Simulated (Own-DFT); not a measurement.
Simulation results for SiC (4H silicon carbide, atoms displaced)

A calculation, not a measurement: plane-wave PBE density functional theory by an unreviewed code, no spin, of a simulated periodic cell, stress positive in tension, free energy of the whole cell less one offset for each atom, forces on such cells passed a denser k mesh, this cell's mesh not checked; offsets are fitted by least squares, one for each functional and potential file, so energies compare only between cells with the same atoms and settings and are not formation energies; the far tail of each file's local potential was reset to the Coulomb form; each entry is a single point on an unrelaxed cell, so the pressure reflects the starting lattice, mostly measured values (interpolated for alloys), from which strain is counted, and rises with the displacements; printed positions are rounded, which can move forces by about a meV/angstrom; the program, named Own-DFT, is a retired in-house code; no spin-orbit coupling. Program: Own-DFT development build.

Settings shared by all entries: functional PBE; potential files PseudoDojo norm-conserving, scalar-relativistic, standard set; wave cutoff 42 hartree; occupations Fermi-Dirac; smearing width 0.1 eV; hardware one NVIDIA H100; k mesh 4 x 4 x 3 centred on Gamma.

(1) 
```xyz
72
Lattice="9.2481 0.0000 0.0000 -4.6241 8.0091 0.0000 0.0000 0.0000 10.0681" Properties=species:S:1:pos:R:3:force_x:R:1:force_y:R:1:force_z:R:1 formula=SiC free_energy_of_cell_above_offsets=-11.056 pressure=3.62 stress_xx=-3 stress_yy=-3.23 stress_zz=-4.62 stress_yz=0.19 stress_xz=0.27 stress_xy=0.11 wall_time=374
Si     9.1971     0.0246     4.1182      1.299     -0.269     -0.939
Si    -0.0134     1.7669     1.5523      0.733     -0.145      0.656
C      9.2070     0.0056     0.9207      0.926      -0.18      0.284
C     -0.0559     1.7790     3.4682      1.474      0.215     -0.018
Si     7.6961     2.6318     4.1083     -0.362      0.756     -0.526
Si    -1.5138     4.4506     1.5704      -1.24      0.251      0.208
C     -1.4823     2.6996     0.9540     -1.283     -0.349     -0.905
C     -1.5329     4.4464     3.4656     -0.006     -0.657      -0.17
Si    -3.0313     5.3469     4.0667     -1.304      0.104     -0.038
Si    -3.0429     7.1281     1.5559     -1.422     -0.039     -0.146
C      6.1363     5.3582     0.9202      0.733     -0.731      0.268
C     -3.0854     7.1453     3.4102      0.021     -0.009      1.612
Si     3.1267     0.0390     4.0953     -1.109     -1.358     -0.467
Si     3.1074     1.8025     1.5742     -0.215     -1.079     -0.123
C     -1.5214     7.9831     0.9795      0.076      0.968     -1.039
C      3.0902     1.7452     3.4351      0.046      1.215      0.752
Si     1.5998     2.7082     4.1167     -1.373     -1.875     -0.897
Si     1.5293     4.4243     1.6040      0.301     -0.111      -0.94
C      1.5725     2.6159     0.9522     -0.789      1.066     -0.664
C      1.5542     4.4190     3.4768     -0.465      0.966      0.279
Si    -0.0281     5.3156     4.0941      0.665      0.066      0.495
Si    -0.0119     7.0957     1.5580      0.613      0.421     -0.087
C     -0.0329     5.3319     0.9289      1.031     -0.246      0.266
C     -0.0135     7.0804     3.4228      0.253      0.121      0.852
Si     1.5365     7.9717     4.0287     -0.516      0.305      1.141
Si     6.1887     1.7590     1.5592      -0.08      1.314      0.837
C      6.1664     0.0484     0.9774      0.085     -1.773     -0.971
C      6.1828     1.7366     3.4900     -0.789      0.679     -0.678
Si     4.5948     2.6767     4.0994      1.045     -0.217     -0.538
Si     4.6184     4.4165     1.5774     -0.014      1.069     -0.758
C      4.6167     2.6775     0.9765      0.788     -0.446     -1.285
C      4.6204     4.4293     3.3971      0.061      0.572      2.149
Si     3.0558     5.3309     4.1369      0.946     -0.172     -1.404
Si     3.1016     7.1195     1.6120     -0.516     -0.471     -0.331
C      3.0724     5.3059     0.9437     -0.165      0.578      0.126
C      3.0716     7.1061     3.5475      0.294     -0.419     -1.392
Si     9.2294     0.0186     9.1074      0.167     -0.232      0.087
Si     4.5864     6.2334     6.5617      1.408     -0.108      1.007
C      9.2311     0.0249     5.9815      0.546     -0.904     -0.313
C      4.6051     6.2447     8.5005      0.488     -0.081      -0.67
Si    -3.0733     5.3418     9.1095     -0.666      0.147     -0.169
Si     6.1904     3.5576     6.6481     -1.019     -0.015     -1.816
C     -3.0468     5.3126     5.9806     -0.852      0.743     -0.444
C      6.1495     3.5443     8.4489      0.389      0.521      1.913
Si    -1.5346     2.7023     9.1037     -0.627     -1.398      0.259
Si     7.7304     0.8582     6.5809     -1.474      0.852      0.152
C      7.6414     2.6593     5.9571      1.519     -0.272      0.761
C      7.6866     0.8621     8.4456      0.434       0.93       0.78
Si     6.1581     0.0065     9.0932      0.512     -0.315      0.986
Si     1.5743     6.2271     6.5929     -1.263      0.208      0.813
C      1.5455     7.9752     5.9568      0.044      0.172     -0.455
C      1.5111     6.2434     8.5040      0.136     -0.785     -0.019
Si     3.0885     5.3700     9.1072     -0.573     -0.227      0.511
Si     3.0699     3.5694     6.6041      0.385     -0.439      -0.34
C      3.0668     5.3655     5.9783       0.22     -1.065      0.036
C      3.0976     3.5745     8.4629     -0.473      0.289      0.522
Si     4.6076     2.6863     9.1071      0.401     -0.472      0.369
Si     4.6417     0.8304     6.5910     -0.161      1.459      0.111
C      4.6233     2.7120     5.9635     -0.085     -0.902      0.521
C      4.6766     0.8944     8.4909       -1.4      0.204      0.022
Si     3.1034     0.0051     9.1448      0.081     -0.168     -0.284
Si    -1.5349     6.2407     6.5773     -0.123     -0.427      0.684
C     -1.5631     8.0042     5.9882      0.564      0.001     -0.576
C     -1.5542     6.2286     8.4750      0.277       0.02      0.392
Si    -0.0457     5.2772     9.1350      0.689      1.369     -0.823
Si    -0.0271     3.5458     6.6231      0.159     -0.441     -1.337
C      0.0088     5.3261     6.0367      0.128      0.038     -1.315
C     -0.0116     3.5240     8.4626      0.176      0.484      0.672
Si     1.5440     2.7043     9.0671      0.432     -1.017      1.151
Si     1.5209     0.8626     6.5902      0.545       0.15      0.737
C      1.5573     2.6066     5.9592     -0.472       1.39      0.734
C      1.5597     0.8898     8.5040     -0.254      0.171     -0.266
```

Units: free_energy_of_cell_above_offsets in eV; pressure, stress_xx, stress_yy, stress_zz, stress_yz, stress_xz, stress_xy in GPa; wall_time in s; force_x, force_y, force_z in eV/Å.

(2) 
```xyz
72
Lattice="9.2481 0.0000 0.0000 -4.6241 8.0091 0.0000 0.0000 0.0000 10.0681" Properties=species:S:1:pos:R:3:force_x:R:1:force_y:R:1:force_z:R:1 formula=SiC free_energy_of_cell_above_offsets=-10.291 pressure=3.9 stress_xx=-4.32 stress_yy=-2.71 stress_zz=-4.68 stress_yz=-0.06 stress_xz=0.03 stress_xy=-0.08 wall_time=370.1
Si     4.5936     7.9986     4.0984      0.881       -0.1     -0.722
Si     0.0120     1.7972     1.5791     -0.252     -0.596      0.228
C      4.6193     7.9785     0.9727      0.338      1.251     -1.069
C     -0.0089     1.7579     3.4678      0.467      0.503      0.271
Si     7.7135     2.6204     4.1080      0.181       1.41     -0.023
Si    -1.5506     4.4298     1.5662       0.29      0.529      0.303
C      7.6934     2.6817     0.9554      0.079     -0.906      0.303
C     -1.5781     4.4563     3.4719      1.235     -0.815     -0.595
Si    -3.0813     5.3404     4.0140      0.231      0.293      2.094
Si    -3.0760     7.1438     1.5639      0.031     -0.929      0.249
C     -3.0684     5.3194     0.9169     -0.498      0.578      0.463
C     -3.0890     7.0941     3.4606     -0.079      0.941     -0.216
Si    -1.5662     7.9820     4.1036      0.411      0.225     -0.357
Si     3.0983     1.8244     1.5482      0.041     -1.314      0.412
C     -1.5185     7.9791     0.9827     -0.375      1.168      -0.87
C      3.0829     1.7931     3.4302     -0.716      -0.46      0.921
Si     1.5324     2.7126     4.1816      -0.09     -0.822     -3.236
Si     1.5529     4.4723     1.5520     -0.494     -1.442      1.731
C      1.5634     2.6440     0.9685     -0.492      0.947     -0.993
C      1.5534     4.4537     3.5124      0.532      0.104     -1.034
Si     0.0296     5.3599     4.0102     -0.932     -1.195      2.061
Si    -0.0157     7.1092     1.6071      0.739     -0.416     -0.702
C      0.0447     5.3099     0.9444     -1.039       0.61     -0.213
C      0.0250     7.0847     3.4636     -0.376      1.432      0.239
Si     1.5732     7.9810     4.1044     -0.353     -0.012     -0.492
Si     6.1489     1.7190     1.5809      0.425      1.201       0.57
C      1.5421     7.9983     0.9646      0.016      -0.58     -0.706
C      6.1766     1.7766     3.5450      -0.49     -0.686     -1.535
Si     4.5912     2.6209     4.0551      0.801      1.751      0.403
Si     4.6100     4.4687     1.5729      0.479     -0.323      0.286
C      4.6398     2.6534     0.9223       0.01      0.517       0.11
C      4.6172     4.5547     3.4930      0.028     -2.653     -1.211
Si     3.1269     5.3687     4.1308     -1.315     -0.102     -1.357
Si     3.1088     7.1238     1.5581     -0.764     -0.392      0.056
C      3.0369     5.3134     0.9700       1.23      0.762     -0.393
C      3.1022     7.0970     3.4026     -0.408      0.519      1.456
Si     9.2164     0.0359     9.1075      1.353      0.044      0.953
Si     4.5612     6.2093     6.6013      1.607      0.473      0.529
C      4.6207     8.0071     5.9591      -0.37     -0.225      0.512
C      4.6144     6.3239     8.5428     -0.561     -2.339     -0.716
Si     6.1356     5.3407     9.1188      0.448      0.848     -0.121
Si     6.2093     3.5652     6.6052     -0.545      0.548     -0.395
C     -3.0716     5.3651     5.9836     -0.634     -0.508     -0.224
C      6.1352     3.5765     8.5085      0.915      -0.06     -0.516
Si     7.6747     2.6948     9.1792       0.22     -0.603     -1.177
Si     7.6878     0.8555     6.5673       0.67      0.805      0.941
C     -1.5121     2.6681     5.9978     -0.176     -0.607      0.077
C      7.6836     0.8120     8.5017      0.512       2.45     -0.588
Si     1.5910     7.9693     9.1079     -2.082      0.575      0.666
Si     1.5242     6.2577     6.6263     -0.102     -1.305     -0.905
C      1.5536     8.0028     5.9900     -0.402     -0.235     -0.492
C      1.5429     6.2210     8.4890      0.499      0.068      0.299
Si     3.0328     5.3237     9.1939       1.31      0.503     -1.614
Si     3.1139     3.5270     6.5746     -0.619      1.033     -0.098
C      3.0711     5.3734     5.9337     -0.458     -0.725      1.687
C      3.0711     3.5699     8.4642      0.369      0.184      0.491
Si     4.6584     2.6851     9.0777      -1.26     -0.698      0.464
Si     4.6259     0.8426     6.5920     -0.475      1.232     -0.533
C      4.6570     2.7157     5.9235      -0.32     -1.412      0.761
C      4.5909     0.9002     8.4396      1.223     -0.289      1.276
Si     3.0674     0.0361     9.1307      1.265     -1.378      0.361
Si    -1.5560     6.2109     6.6692      0.412     -0.177     -1.414
C     -1.5554     7.9712     5.9872     -0.055      0.752     -0.127
C     -1.5293     6.2265     8.5043     -0.064      0.131      1.026
Si     0.0645     5.3440     9.1030     -1.833      0.546      0.728
Si     0.0386     3.5111     6.6339     -1.513      1.956     -0.201
C     -0.0047     5.3223     5.9716      0.107      0.204      0.092
C     -0.0202     3.6078     8.5200      0.252     -1.571     -0.146
Si     1.5338     2.7072     9.1123      0.195     -0.701      0.428
Si     1.5126     0.8892     6.6340      0.735      -0.23     -0.856
C      1.4789     2.6912     5.9445      2.113      -1.22      2.232
C      1.6144     0.8955     8.4980     -2.508       0.93      0.167
```

Units: free_energy_of_cell_above_offsets in eV; pressure, stress_xx, stress_yy, stress_zz, stress_yz, stress_xz, stress_xy in GPa; wall_time in s; force_x, force_y, force_z in eV/Å.

(3) 
```xyz
72
Lattice="9.2481 0.0000 0.0000 -4.6241 8.0091 0.0000 0.0000 0.0000 10.0681" Properties=species:S:1:pos:R:3:force_x:R:1:force_y:R:1:force_z:R:1 formula=SiC free_energy_of_cell_above_offsets=-10.321 pressure=3.8 stress_xx=-4.23 stress_yy=-2.62 stress_zz=-4.56 stress_yz=0.16 stress_xz=0.54 stress_xy=-0.83 wall_time=370
Si     0.0211     0.0601     4.0871     -0.317     -1.084       0.01
Si    -0.0225     1.7266     1.5705      0.256      0.925     -0.534
C      4.5685     7.9651     0.9628      1.661      0.834     -0.215
C      0.0463     1.7999     3.4189       -1.2      0.008      0.995
Si     7.6557     2.6564     4.0497      1.232      0.043      0.897
Si    -1.5563     4.4785     1.6153      0.305     -0.883     -1.495
C      7.6625     2.6362     0.9296      1.231      1.093      0.656
C     -1.5795     4.4179     3.4390      0.909      0.493      0.777
Si    -3.0396     5.3516     4.0735     -1.507      0.166      0.326
Si    -3.0705     7.1435     1.5738     -0.638     -1.052      -0.28
C      6.1723     5.2899     0.9359     -0.176      1.119      0.378
C     -3.0496     7.1777     3.4440     -0.521     -0.793      0.716
Si     3.0616     0.0341     4.1315      0.888     -0.149     -0.567
Si     3.0614     1.8103     1.6474       0.14     -1.392     -1.864
C     -1.6071     7.9733     0.9215      1.958      1.303       0.38
C      3.1156     1.8185     3.4884     -1.487     -1.305      0.369
Si     1.5541     2.6460     4.0946     -0.054      0.998      0.401
Si     1.5455     4.4349     1.5856     -0.196      0.096     -0.772
C      1.5568     2.6154     0.9557     -1.421      0.983     -0.509
C      1.6059     4.4145     3.4473     -1.077      0.586      0.737
Si     0.0068     5.3253     4.0647      0.247     -0.054      0.176
Si     0.0637     7.1220     1.5745     -2.062      0.299     -0.506
C     -0.0506     5.3717     0.9375      1.142     -1.028      0.248
C     -0.0445     7.1475     3.4465      0.899     -0.664       0.55
Si     1.5862     7.9493     4.0170     -1.011      0.907      1.979
Si     6.1730     1.8106     1.6075      -1.54     -0.481     -0.714
C      6.1658     0.0158     0.9455      0.358      0.348     -0.132
C      6.1537     1.7771     3.4896     -0.368     -0.521     -0.387
Si     4.5712     2.6447     4.0973      1.882      1.352      0.174
Si     4.6531     4.4818     1.5867     -1.393     -0.684     -0.649
C      4.5321     2.6852     0.9652      2.067      0.094     -0.459
C      4.5681     4.4660     3.4289      2.639     -0.863        0.8
Si     3.1482     5.3101     4.0826     -1.612      1.138       0.64
Si     3.0907     7.1252     1.5422     -1.127     -0.574      1.158
C      3.0767     5.3729     0.9573      0.072     -0.854     -0.643
C      3.1180     7.1155     3.4998      0.318     -0.218     -1.379
Si     0.0156     0.0246     9.1758     -0.989     -1.156     -1.126
Si     4.6346     6.2207     6.5946     -0.125      0.355      0.428
C      4.5834     7.9723     5.9387      1.306      1.399      0.798
C      4.6080     6.2284     8.5141      0.372     -0.022      -0.15
Si     6.1295     5.2920     9.1368      0.476      0.592      -0.55
Si     6.1509     3.5577     6.6070      0.184     -0.249     -0.578
C      6.1595     5.3102     5.9905      0.338      0.858      -0.61
C      6.2003     3.5058     8.4632     -0.224      1.002      0.682
Si    -1.5011     2.7035     9.1441     -1.599     -1.756     -0.147
Si     7.6802     0.9198     6.6139      0.927     -0.566     -0.256
C      7.6838     2.6988     5.9609      0.445     -0.574     -0.184
C      7.7209     0.8843     8.4935      0.233      0.621       0.52
Si     6.1785     0.0149     9.1018      0.151     -0.437      0.571
Si     1.5284     6.2246     6.6172      0.605     -0.231     -0.226
C      1.5811     7.9855     6.0374     -1.128      0.389     -1.525
C      1.4859     6.2377     8.5012      1.005     -0.629      0.138
Si     3.0943     5.2874     9.1018     -0.741       2.14      0.955
Si     3.0757     3.5749     6.6461      0.474      0.261     -0.702
C      3.1254     5.3494     5.9771     -0.963     -0.623      0.051
C      3.0940     3.5897     8.5179     -0.473     -1.742     -0.412
Si     4.6819     2.6727     9.0838     -1.467     -0.249      1.474
Si     4.6417     0.8774     6.6508      0.812      0.223     -0.821
C      4.6162     2.6593     5.9610     -0.292     -0.034       0.78
C      4.6560     0.8953     8.5136     -0.882     -0.011      0.002
Si    -1.5437     8.0050     9.1056     -0.166      0.085      0.623
Si    -1.5645     6.2583     6.6122      0.601     -1.347      0.196
C      3.1188     0.0137     6.0181     -0.444     -0.008     -0.494
C     -1.5466     6.2019     8.5184      -0.72      0.407     -0.534
Si    -0.0265     5.3302     9.1033       0.19      0.525      0.664
Si     0.0176     3.5111     6.6136     -1.443      1.287     -0.323
C      0.0130     5.3181     5.9651     -0.477      0.127      0.081
C     -0.0562     3.5545     8.5067      1.074      0.698     -0.458
Si     1.4488     2.6993     9.1017      2.244     -1.061      0.902
Si     1.6012     0.9059     6.6258     -1.996     -0.656     -0.316
C      1.5258     2.6904     6.0349      0.975     -0.817     -1.078
C      1.4917     0.8621     8.4859      1.221      1.011      0.366
```

Units: free_energy_of_cell_above_offsets in eV; pressure, stress_xx, stress_yy, stress_zz, stress_yz, stress_xz, stress_xy in GPa; wall_time in s; force_x, force_y, force_z in eV/Å.
